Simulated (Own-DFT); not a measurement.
# Computed records: Al3GaAs4 (zincblende random alloy, atoms displaced)

All values are calculated (Own-DFT development build). A calculation, not a measurement: plane-wave PBE density functional theory by an unreviewed code, no spin, of a simulated periodic cell, stress positive in tension, free energy of the whole cell less one offset for each atom, forces on such cells passed a denser k mesh, this cell's mesh not checked; offsets are fitted by least squares, one for each functional and potential file, so energies compare only between cells with the same atoms and settings and are not formation energies; the far tail of each file's local potential was reset to the Coulomb form; each entry is a single point on an unrelaxed cell, so the pressure reflects the starting lattice, mostly measured values, from which strain is counted, and rises with the displacements; printed positions are rounded, which can move forces by about a meV/angstrom; the program is a retired in-house code; no spin-orbit coupling.

Common to all runs: functional PBE; potential files PseudoDojo norm-conserving, scalar-relativistic, standard set; wave cutoff 42 hartree; occupations Fermi-Dirac; smearing width 0.1 eV; k mesh 3 x 3 x 3 centred on Gamma.

```json
{"entry": 1, "formula": "Al3GaAs4", "kind": "zincblende random alloy, atoms displaced", "structure": {"cell_angstrom": [[11.3183, 0.0, 0.0], [0.0, 11.3183, 0.0], [0.0, 0.0, 11.3183]], "atoms_fractional": [["Ga", 0.00898, 0.9942, 0.00742], ["Al", 0.99716, 0.25397, 0.25164], ["Al", 0.2342, 0.99845, 0.25773], ["Ga", 0.23818, 0.24956, 0.00113], ["As", 0.11843, 0.11546, 0.13429], ["As", 0.11693, 0.37345, 0.36899], ["As", 0.37861, 0.13632, 0.37542], ["As", 0.37394, 0.36586, 0.13114], ["Al", 0.99582, 0.00629, 0.50508], ["Al", 0.00156, 0.26103, 0.74966], ["Al", 0.24958, 0.99559, 0.75423], ["Ga", 0.23458, 0.23496, 0.49966], ["As", 0.1272, 0.11063, 0.63438], ["As", 0.11413, 0.38121, 0.88208], ["As", 0.37864, 0.12683, 0.87837], ["As", 0.3728, 0.37314, 0.62592], ["Al", 0.99738, 0.4948, 0.00336], ["Ga", 0.99591, 0.75024, 0.25115], ["Al", 0.25251, 0.50024, 0.25601], ["Al", 0.24415, 0.74257, 0.99382], ["As", 0.13787, 0.62098, 0.10883], ["As", 0.12047, 0.87903, 0.38033], ["As", 0.381, 0.63518, 0.37347], ["As", 0.3674, 0.87429, 0.13663], ["Al", 0.99731, 0.49189, 0.50605], ["Ga", 0.00156, 0.7491, 0.74868], ["Al", 0.25782, 0.50097, 0.75104], ["Ga", 0.25442, 0.75711, 0.50425], ["As", 0.11357, 0.63423, 0.61231], ["As", 0.12986, 0.88049, 0.87558], ["As", 0.37658, 0.62967, 0.88504], ["As", 0.36834, 0.87281, 0.62939], ["Al", 0.5143, 0.00617, 0.98418], ["Al", 0.4963, 0.24823, 0.24062], ["Al", 0.75604, 0.99202, 0.25183], ["Al", 0.7699, 0.2569, 0.99746], ["As", 0.62287, 0.12481, 0.12896], ["As", 0.619, 0.38167, 0.37867], ["As", 0.88633, 0.13002, 0.37658], ["As", 0.87294, 0.37144, 0.13386], ["Al", 0.50986, 0.0138, 0.50654], ["Al", 0.50488, 0.24992, 0.75388], ["Al", 0.74148, 0.00221, 0.7553], ["Al", 0.7463, 0.24026, 0.49907], ["As", 0.62836, 0.12953, 0.63624], ["As", 0.626, 0.37621, 0.87852], ["As", 0.87098, 0.12839, 0.88018], ["As", 0.88049, 0.39619, 0.61392], ["Ga", 0.49967, 0.49695, 0.00633], ["Al", 0.50548, 0.75591, 0.23862], ["Ga", 0.747, 0.50517, 0.24262], ["Al", 0.75106, 0.74959, 0.99245], ["As", 0.61693, 0.63785, 0.1254], ["As", 0.62642, 0.88394, 0.36585], ["As", 0.87894, 0.62436, 0.36248], ["As", 0.87548, 0.87915, 0.11913], ["Al", 0.50466, 0.50172, 0.49449], ["Al", 0.49805, 0.75896, 0.74653], ["Al", 0.75405, 0.49856, 0.75126], ["Al", 0.7512, 0.7421, 0.49651], ["As", 0.63396, 0.62819, 0.63654], ["As", 0.6227, 0.86598, 0.8767], ["As", 0.87852, 0.63467, 0.87944], ["As", 0.87715, 0.8767, 0.63473]]}, "results": {"free_energy_of_cell_above_offsets [eV]": "-15.067", "pressure [GPa]": 3.89, "stress_xx [GPa]": -3.93, "stress_yy [GPa]": -3.81, "stress_zz [GPa]": -3.95, "stress_yz [GPa]": 0.04, "stress_xz [GPa]": 1.07, "stress_xy [GPa]": 0.44, "force_element": ["Ga", "Al", "Al", "Ga", "As", "As", "As", "As", "Al", "Al", "Al", "Ga", "As", "As", "As", "As", "Al", "Ga", "Al", "Al", "As", "As", "As", "As", "Al", "Ga", "Al", "Ga", "As", "As", "As", "As", "Al", "Al", "Al", "Al", "As", "As", "As", "As", "Al", "Al", "Al", "Al", "As", "As", "As", "As", "Ga", "Al", "Ga", "Al", "As", "As", "As", "As", "Al", "Al", "Al", "Al", "As", "As", "As", "As"], "force_x [eV/angstrom]": [-0.728, 0.361, 2.152, 0.386, 0.124, 0.861, -0.59, -0.964, 0.101, -0.502, 1.153, 0.74, -0.947, 1.449, -0.717, 0.197, -0.719, 1.203, 0.168, 1.132, -1.816, -0.561, -0.065, -0.167, 2.428, 0.268, -0.815, -0.664, 1.363, -0.626, 0.674, 1.206, -1.087, 0.991, 0.305, -2.366, 1.434, 1.092, -1.417, 0.224, -1.076, -1.019, 1.072, 0.51, 0.104, 0.659, 1.395, -2.993, -0.275, -1.347, -0.561, -0.094, 1.667, -0.382, -0.444, -0.255, -0.973, -0.087, 0.135, 0.187, -1.012, 0.287, 0.211, -0.971], "force_y [eV/angstrom]": [0.471, -0.606, 0.082, -0.325, 1.664, 0.41, -1.266, 1.199, -0.941, -0.8, 0.519, 1.038, 1.408, -0.479, 0.115, -0.273, 1.144, 0.375, 0.322, 2.156, -0.987, -0.604, -0.402, 0.611, 2.713, 0.577, 0.59, -0.663, -0.924, -1.059, -0.581, 1.33, -0.319, 0.013, 1.626, -0.152, -0.088, -1.457, -0.543, 1.011, -0.898, 0.8, -0.721, 1.389, 0.024, -0.023, -0.942, -3.88, 0.114, 1.065, 0.069, 0.201, -1.716, -1.025, -0.794, -0.947, 0.975, -1.324, 0.433, 0.966, -0.105, 0.763, -1.604, 0.276], "force_z [eV/angstrom]": [-0.995, -0.469, 0.193, 0.339, -0.464, 1.019, 0.227, -0.961, 0.325, -0.382, 0.434, 0.043, -0.087, -1.16, -0.532, -0.51, 0.808, -1.126, -0.347, 0.315, 2.307, 0.489, 0.123, -1.673, -3.435, 0.415, 0.051, -1.041, 0.839, 0.12, -1.454, -0.34, 1.995, 1.242, -0.465, 0.714, -0.7, -1.271, 0.006, -0.445, -0.79, 0.123, 0.446, -0.301, -0.454, 0.067, -1.14, 2.767, 0.066, 1.688, 0.497, 1.229, -1.341, 1.715, 1.385, 0.205, 1.584, 0.344, 0.72, -0.041, -0.992, -0.645, -0.384, -0.896]}}
{"entry": 2, "formula": "Al3GaAs4", "kind": "zincblende random alloy, atoms displaced", "structure": {"cell_angstrom": [[11.3183, 0.0, 0.0], [0.0, 11.3183, 0.0], [0.0, 0.0, 11.3183]], "atoms_fractional": [["Al", 0.00261, 0.00335, 8e-05], ["Ga", 0.98865, 0.2614, 0.2525], ["Al", 0.25461, 0.0038, 0.25791], ["Al", 0.24816, 0.24598, 0.98967], ["As", 0.12873, 0.1286, 0.13821], ["As", 0.12616, 0.39191, 0.37675], ["As", 0.3713, 0.12951, 0.37627], ["As", 0.36861, 0.36836, 0.12004], ["Al", 0.99693, 0.0018, 0.4919], ["Al", 0.00367, 0.24595, 0.74198], ["Ga", 0.2374, 0.99015, 0.74848], ["Ga", 0.24227, 0.25238, 0.49969], ["As", 0.13427, 0.13225, 0.62373], ["As", 0.11709, 0.37378, 0.86571], ["As", 0.3796, 0.12232, 0.86913], ["As", 0.37706, 0.37311, 0.6192], ["Ga", 0.00262, 0.50575, 0.99569], ["Al", 0.99801, 0.75913, 0.25326], ["Al", 0.24868, 0.50201, 0.26568], ["Al", 0.2507, 0.74878, 0.9992], ["As", 0.13191, 0.62389, 0.12186], ["As", 0.13347, 0.87036, 0.37637], ["As", 0.37546, 0.62749, 0.37881], ["As", 0.37823, 0.87288, 0.12855], ["Al", 0.99691, 0.49823, 0.50122], ["Al", 0.00244, 0.74112, 0.75209], ["Ga", 0.2503, 0.50913, 0.75724], ["Al", 0.24938, 0.75504, 0.49401], ["As", 0.11794, 0.62133, 0.62823], ["As", 0.12141, 0.85842, 0.87698], ["As", 0.37749, 0.62713, 0.88487], ["As", 0.37689, 0.87535, 0.6208], ["Al", 0.50363, 0.00918, 0.99806], ["Al", 0.49692, 0.25286, 0.23186], ["Ga", 0.75873, 0.99509, 0.24903], ["Al", 0.73688, 0.24437, 0.99793], ["As", 0.61934, 0.12436, 0.13589], ["As", 0.61751, 0.37426, 0.36104], ["As", 0.88316, 0.12919, 0.36589], ["As", 0.87682, 0.37529, 0.12529], ["Al", 0.50026, 0.99453, 0.49442], ["Al", 0.49975, 0.24664, 0.7493], ["Ga", 0.74302, 0.99382, 0.76246], ["Al", 0.75889, 0.25277, 0.48926], ["As", 0.63774, 0.12458, 0.62401], ["As", 0.62915, 0.38186, 0.88221], ["As", 0.86489, 0.12248, 0.87323], ["As", 0.86917, 0.37825, 0.62545], ["Al", 0.49697, 0.49577, 0.99913], ["Al", 0.50136, 0.74179, 0.24998], ["Al", 0.75244, 0.49392, 0.24491], ["Al", 0.7502, 0.76427, 0.99809], ["As", 0.63411, 0.61244, 0.11159], ["As", 0.61746, 0.87224, 0.37601], ["As", 0.86911, 0.62336, 0.37858], ["As", 0.87499, 0.8782, 0.14291], ["Al", 0.48817, 0.48231, 0.50341], ["Al", 0.49847, 0.75793, 0.74752], ["Ga", 0.75133, 0.50023, 0.75509], ["Al", 0.75256, 0.76434, 0.50091], ["As", 0.63013, 0.61902, 0.62624], ["As", 0.63045, 0.85613, 0.86925], ["As", 0.88005, 0.62977, 0.87808], ["As", 0.86767, 0.86928, 0.62832]]}, "results": {"free_energy_of_cell_above_offsets [eV]": "-15.979", "pressure [GPa]": 3.68, "stress_xx [GPa]": -3.77, "stress_yy [GPa]": -3.54, "stress_zz [GPa]": -3.71, "stress_yz [GPa]": 0.53, "stress_xz [GPa]": -0.27, "stress_xy [GPa]": 0.33, "force_element": ["Al", "Ga", "Al", "Al", "As", "As", "As", "As", "Al", "Al", "Ga", "Ga", "As", "As", "As", "As", "Ga", "Al", "Al", "Al", "As", "As", "As", "As", "Al", "Al", "Ga", "Al", "As", "As", "As", "As", "Al", "Al", "Ga", "Al", "As", "As", "As", "As", "Al", "Al", "Ga", "Al", "As", "As", "As", "As", "Al", "Al", "Al", "Al", "As", "As", "As", "As", "Al", "Al", "Ga", "Al", "As", "As", "As", "As"], "force_x [eV/angstrom]": [-0.077, 1.997, -0.004, -0.442, -0.414, -1.195, 0.894, -0.642, 0.543, -1.265, 0.888, 0.895, -1.397, 0.667, -0.912, -1.744, 0.127, 0.798, 1.109, 0.542, -0.65, -1.27, 0.366, -0.067, -0.51, -0.715, 0.184, 0.287, 1.136, -0.204, 0.279, -0.613, 0.052, -0.719, -1.984, 0.851, 1.319, 0.31, -0.862, -0.523, -0.045, 0.965, 0.323, -0.961, -0.879, -0.801, 1.231, 0.63, -0.176, 0.544, -0.179, 1.257, -0.387, 0.929, 0.3, 0.655, 2.31, -0.242, 0.132, -0.98, -0.952, -1.428, -0.946, 1.66], "force_y [eV/angstrom]": [0.031, 0.158, -0.599, -0.036, 0.119, -2.185, 0.349, 1.13, -0.463, 0.172, 0.146, 0.778, -1.57, 0.001, -0.371, -1.15, -0.538, -2.015, 0.747, 0.181, 0.181, 1.276, -0.459, 0.485, 0.594, 0.503, -0.563, -1.319, 0.353, 1.565, 0.29, 0.139, -1.44, 0.013, 1.317, 0.173, -0.973, -0.261, -0.632, 0.01, 1.539, 0.551, 0.134, 0.098, -0.143, -0.879, 0.32, -0.654, -0.075, -0.335, 0.653, -1.759, 1.329, -0.016, 0.516, -0.482, 2.294, -1.93, 0.529, -1.914, 0.525, 2.222, -0.031, 1.368], "force_z [eV/angstrom]": [0.539, -0.317, -0.618, 0.392, -1.114, 0.643, 0.065, -0.115, 1.062, 0.178, 0.14, -0.792, 0.012, 0.657, -0.051, 2.26, 0.549, 0.492, -2.199, 0.878, 0.929, -0.561, 0.337, -0.428, 0.349, -0.787, -0.527, 1.552, -0.845, 0.135, -1.07, 0.212, 0.194, 1.787, 1.415, 0.807, -1.082, 0.79, 0.822, -1.499, 0.701, -0.489, -1.307, 0.25, -0.345, -0.939, 0.393, -0.139, 0.501, -0.842, 0.475, 1.549, 0.735, -0.767, -0.402, -3.063, -1.476, -0.542, 0.077, -0.474, -0.568, 0.561, 0.238, 0.683]}}
{"entry": 3, "formula": "Al3GaAs4", "kind": "zincblende random alloy, atoms displaced", "structure": {"cell_angstrom": [[11.3183, 0.0, 0.0], [0.0, 11.3183, 0.0], [0.0, 0.0, 11.3183]], "atoms_fractional": [["Al", 0.00287, 0.99887, 0.01263], ["Al", 0.99936, 0.24784, 0.24161], ["Al", 0.24972, 0.98743, 0.24798], ["Al", 0.265, 0.25158, 0.00666], ["As", 0.12691, 0.1383, 0.12057], ["As", 0.12596, 0.37499, 0.38222], ["As", 0.38142, 0.12247, 0.37395], ["As", 0.37203, 0.38303, 0.13061], ["Ga", 0.00689, 0.00914, 0.4942], ["Ga", 0.99612, 0.25813, 0.75751], ["Ga", 0.24611, 0.00897, 0.74464], ["Al", 0.24767, 0.23968, 0.48983], ["As", 0.12601, 0.13651, 0.62914], ["As", 0.13453, 0.38463, 0.87838], ["As", 0.37725, 0.12889, 0.86759], ["As", 0.37782, 0.39054, 0.6287], ["Al", 0.9902, 0.4901, 0.99288], ["Al", 0.99102, 0.74559, 0.25184], ["Al", 0.2468, 0.51247, 0.25249], ["Al", 0.24851, 0.74594, 0.00402], ["As", 0.12903, 0.62827, 0.11875], ["As", 0.12274, 0.87021, 0.35944], ["As", 0.3827, 0.62674, 0.38303], ["As", 0.38141, 0.87182, 0.13597], ["Al", 0.99414, 0.49804, 0.49872], ["Ga", 0.00398, 0.74873, 0.73895], ["Al", 0.24913, 0.4947, 0.75489], ["Al", 0.25173, 0.74821, 0.49465], ["As", 0.12266, 0.62841, 0.6257], ["As", 0.1315, 0.86922, 0.8695], ["As", 0.37823, 0.63264, 0.87661], ["As", 0.3797, 0.87675, 0.62487], ["Ga", 0.48873, 0.99811, 0.99981], ["Al", 0.50114, 0.24738, 0.24958], ["Ga", 0.73573, 0.98763, 0.24657], ["Ga", 0.75442, 0.24589, 0.00047], ["As", 0.63407, 0.12939, 0.12042], ["As", 0.62938, 0.38333, 0.37108], ["As", 0.8707, 0.13283, 0.38122], ["As", 0.86431, 0.36927, 0.11525], ["Al", 0.49565, 0.9897, 0.48173], ["Al", 0.5029, 0.24435, 0.75093], ["Al", 0.75024, 0.00102, 0.74914], ["Al", 0.74304, 0.25937, 0.49716], ["As", 0.6201, 0.12697, 0.62081], ["As", 0.62533, 0.38011, 0.87827], ["As", 0.87908, 0.12281, 0.87853], ["As", 0.87397, 0.38291, 0.62102], ["Al", 0.49712, 0.489, 0.00375], ["Al", 0.49686, 0.75738, 0.24531], ["Al", 0.74507, 0.49167, 0.25647], ["Al", 0.73316, 0.76535, 0.99746], ["As", 0.61651, 0.61863, 0.11591], ["As", 0.62011, 0.87033, 0.37987], ["As", 0.86246, 0.63273, 0.37143], ["As", 0.87989, 0.88122, 0.1287], ["Al", 0.50808, 0.49877, 0.49943], ["Ga", 0.50198, 0.75051, 0.75757], ["Al", 0.74216, 0.49579, 0.75919], ["Al", 0.76029, 0.74644, 0.50723], ["As", 0.61151, 0.62604, 0.62199], ["As", 0.6202, 0.86572, 0.86056], ["As", 0.87651, 0.62313, 0.87961], ["As", 0.88259, 0.87447, 0.62005]]}, "results": {"free_energy_of_cell_above_offsets [eV]": "-15.507", "pressure [GPa]": 3.77, "stress_xx [GPa]": -3.92, "stress_yy [GPa]": -3.67, "stress_zz [GPa]": -3.72, "stress_yz [GPa]": 0.59, "stress_xz [GPa]": 1.26, "stress_xy [GPa]": -0.39, "force_element": ["Al", "Al", "Al", "Al", "As", "As", "As", "As", "Ga", "Ga", "Ga", "Al", "As", "As", "As", "As", "Al", "Al", "Al", "Al", "As", "As", "As", "As", "Al", "Ga", "Al", "Al", "As", "As", "As", "As", "Ga", "Al", "Ga", "Ga", "As", "As", "As", "As", "Al", "Al", "Al", "Al", "As", "As", "As", "As", "Al", "Al", "Al", "Al", "As", "As", "As", "As", "Al", "Ga", "Al", "Al", "As", "As", "As", "As"], "force_x [eV/angstrom]": [0.9, -0.595, 0.002, -0.601, 0.772, -0.365, -0.995, 0.147, -0.051, 0.275, 0.416, 0.799, -0.552, -0.808, -0.577, 0.077, 0.787, 0.603, 0.142, 0.962, -1.868, -0.172, -0.208, -1.575, 0.565, -0.654, 0.552, -0.277, 0.848, -0.518, -0.516, -0.656, 1.019, 0.278, 0.931, -0.648, -1.58, -1.753, -0.099, 1.226, -0.045, 0.204, 0.11, 0.508, 0.329, -0.54, -0.055, -0.887, -0.337, 1.488, 1.109, 1.654, 0.791, 1.33, 0.832, -1.31, -0.848, -1.558, 0.891, -1.629, 1.913, 0.877, -0.844, -0.217], "force_y [eV/angstrom]": [0.298, 0.781, 1.917, 0.236, -1.52, 0.21, -0.043, -0.638, -0.273, 0.306, -0.888, 1.145, -0.309, -1.732, -0.457, -2.047, 0.699, -0.161, -0.349, 1.006, -0.928, -0.004, -0.056, 0.84, 1.13, 0.067, 2.076, 0.471, -1.2, 0.811, -1.381, 0.018, 0.24, 0.517, 1.054, -0.022, -0.969, -1.724, -0.58, 0.961, 0.901, 1.546, 0.093, -0.497, -0.66, -1.874, -0.413, -0.645, 1.072, -2.344, 1.87, -1.566, 0.88, -1.188, -1.613, -0.944, -0.11, -1.075, 1.396, 0.376, 0.322, 2.886, 1.106, 0.976], "force_z [eV/angstrom]": [-1.517, 1.13, -0.296, -0.9, 0.255, -1.359, -0.856, 0.817, 0.115, -0.31, 0.144, 1.058, -0.381, 0.831, 0.981, -0.637, 0.655, -0.96, 0.7, -0.698, 0.793, 1.599, -1.101, -2.171, -0.231, 1.405, -0.776, 0.675, -0.98, 0.695, 0.455, -0.191, -0.304, -0.387, 0.608, -1.501, 0.389, 0.809, -1.131, 1.757, 2.245, -0.523, -0.541, 0.811, -0.524, 0.312, -0.15, 1.01, -0.881, 1.283, -2.308, 0.806, 1.168, -0.636, -0.138, -0.103, -0.098, -1.953, -1.266, 0.466, 0.796, 1.375, -0.598, 0.261]}}
{"entry": 4, "formula": "Al3GaAs4", "kind": "zincblende random alloy, atoms displaced", "structure": {"cell_angstrom": [[11.3183, 0.0, 0.0], [0.0, 11.3183, 0.0], [0.0, 0.0, 11.3183]], "atoms_fractional": [["Ga", 0.00769, 0.99446, 0.00113], ["Al", 0.9901, 0.25648, 0.25532], ["Al", 0.24331, 0.00674, 0.24428], ["Al", 0.24557, 0.25926, 0.99958], ["As", 0.13241, 0.12576, 0.12186], ["As", 0.12593, 0.38314, 0.37424], ["As", 0.38021, 0.1252, 0.37898], ["As", 0.38053, 0.37388, 0.13234], ["Ga", 0.00018, 0.99383, 0.5048], ["Al", 0.99224, 0.26181, 0.74802], ["Al", 0.25855, 0.99513, 0.75034], ["Al", 0.24883, 0.24672, 0.50099], ["As", 0.11977, 0.12801, 0.62036], ["As", 0.12659, 0.38397, 0.88406], ["As", 0.37074, 0.1315, 0.86933], ["As", 0.38447, 0.36027, 0.63069], ["Ga", 0.99479, 0.49866, 0.00603], ["Al", 0.01331, 0.7619, 0.25317], ["Al", 0.24539, 0.49487, 0.25625], ["Al", 0.24735, 0.74488, 0.00167], ["As", 0.12959, 0.62311, 0.12151], ["As", 0.1183, 0.87606, 0.3748], ["As", 0.37642, 0.62698, 0.38092], ["As", 0.37941, 0.86994, 0.1191], ["Al", 0.00776, 0.51039, 0.51253], ["Ga", 0.01395, 0.75614, 0.73522], ["Al", 0.26435, 0.49441, 0.74416], ["Al", 0.24717, 0.75626, 0.50174], ["As", 0.12613, 0.63485, 0.61071], ["As", 0.11723, 0.8635, 0.88252], ["As", 0.37108, 0.61219, 0.87445], ["As", 0.37699, 0.86928, 0.61356], ["Al", 0.50326, 0.99587, 0.01443], ["Ga", 0.49957, 0.24604, 0.25599], ["Ga", 0.75319, 0.99393, 0.23357], ["Al", 0.7366, 0.23831, 0.00135], ["As", 0.63624, 0.13797, 0.1247], ["As", 0.61547, 0.37806, 0.37021], ["As", 0.87826, 0.12174, 0.37355], ["As", 0.87345, 0.37097, 0.13596], ["Al", 0.49611, 0.00017, 0.49579], ["Al", 0.499, 0.25435, 0.74372], ["Ga", 0.75026, 0.01036, 0.74917], ["Al", 0.74348, 0.25045, 0.50948], ["As", 0.62581, 0.12351, 0.63566], ["As", 0.62903, 0.38404, 0.87806], ["As", 0.87362, 0.12885, 0.87334], ["As", 0.88029, 0.36095, 0.62463], ["Al", 0.50119, 0.48042, 0.00474], ["Al", 0.50625, 0.74747, 0.24649], ["Al", 0.75876, 0.50562, 0.26022], ["Al", 0.75169, 0.74089, 0.98691], ["As", 0.61867, 0.6281, 0.13175], ["As", 0.63517, 0.86727, 0.36271], ["As", 0.87412, 0.63148, 0.37505], ["As", 0.87481, 0.87751, 0.11713], ["Ga", 0.50497, 0.49443, 0.50919], ["Al", 0.50157, 0.74318, 0.75133], ["Al", 0.74422, 0.48702, 0.75419], ["Al", 0.74795, 0.73432, 0.50706], ["As", 0.6194, 0.62154, 0.62979], ["As", 0.62856, 0.86949, 0.88242], ["As", 0.86723, 0.62305, 0.87034], ["As", 0.8938, 0.86047, 0.62284]]}, "results": {"free_energy_of_cell_above_offsets [eV]": "-13.830", "pressure [GPa]": 4.29, "stress_xx [GPa]": -4.32, "stress_yy [GPa]": -4.17, "stress_zz [GPa]": -4.39, "stress_yz [GPa]": 0.62, "stress_xz [GPa]": 0.15, "stress_xy [GPa]": -0.21, "force_element": ["Ga", "Al", "Al", "Al", "As", "As", "As", "As", "Ga", "Al", "Al", "Al", "As", "As", "As", "As", "Ga", "Al", "Al", "Al", "As", "As", "As", "As", "Al", "Ga", "Al", "Al", "As", "As", "As", "As", "Al", "Ga", "Ga", "Al", "As", "As", "As", "As", "Al", "Al", "Ga", "Al", "As", "As", "As", "As", "Al", "Al", "Al", "Al", "As", "As", "As", "As", "Ga", "Al", "Al", "Al", "As", "As", "As", "As"], "force_x [eV/angstrom]": [-0.721, 1.602, 1.228, 0.976, -1.379, -0.796, -1.197, -1.175, -0.187, 2.155, -0.979, -0.023, 0.377, -0.5, 0.702, -1.954, -0.481, -1.78, 1.341, 0.774, -0.61, 1.997, -0.151, -1.071, -1.779, 0.046, -1.492, 0.494, 1.577, 1.479, 0.933, 0.461, 0.353, 0.12, 0.094, 2.836, -2.955, 1.499, -1.021, -1.109, 1.59, 1.658, 0.91, -0.002, -0.975, -0.874, 0.657, -1.426, -0.095, -1.396, -1.175, -0.414, 1.543, -0.381, 1.427, 0.645, -0.951, -0.671, 1.552, 0.288, 0.886, -0.673, 1.647, -3.456], "force_y [eV/angstrom]": [1.045, -0.979, -1.169, -0.641, 1.047, -1.174, -0.159, -0.657, 0.921, -1.695, -0.011, 0.437, -0.385, 0.0, -0.312, 1.738, 0.436, -1.601, 1.351, -0.037, -0.107, 1.309, -0.231, -0.035, -1.469, -1.564, 0.051, -0.112, -0.929, 0.623, 0.904, 0.433, 1.167, 0.017, 0.843, 2.759, -2.748, -0.041, -0.234, 0.517, -0.666, -1.45, -2.044, -0.438, 0.111, -2.419, -0.05, 2.839, 2.197, 0.442, -0.39, 0.325, -1.628, 0.735, -0.134, -1.447, 0.218, 0.632, 1.296, 1.279, -0.574, 1.011, -0.798, 1.646], "force_z [eV/angstrom]": [-0.091, 0.345, 0.805, 0.209, -0.083, 1.264, -0.604, 0.15, -0.652, 2.008, -0.182, -0.366, 1.142, -1.596, 0.971, -2.145, -0.115, -1.661, -0.724, -0.585, 1.159, 0.666, -0.203, 1.149, -1.767, 2.325, -0.211, -1.746, 2.154, -0.981, 0.675, 1.515, -1.433, -0.54, 1.255, -2.359, 2.379, 0.922, 0.528, -1.463, 0.045, 2.641, 0.638, -1.575, -1.517, 0.329, 0.588, -1.25, 0.238, 0.977, -0.851, 1.945, -1.585, 1.435, 0.467, -0.288, -0.783, 0.704, -1.395, -0.408, 0.312, -1.106, -0.999, -0.675]}}
```
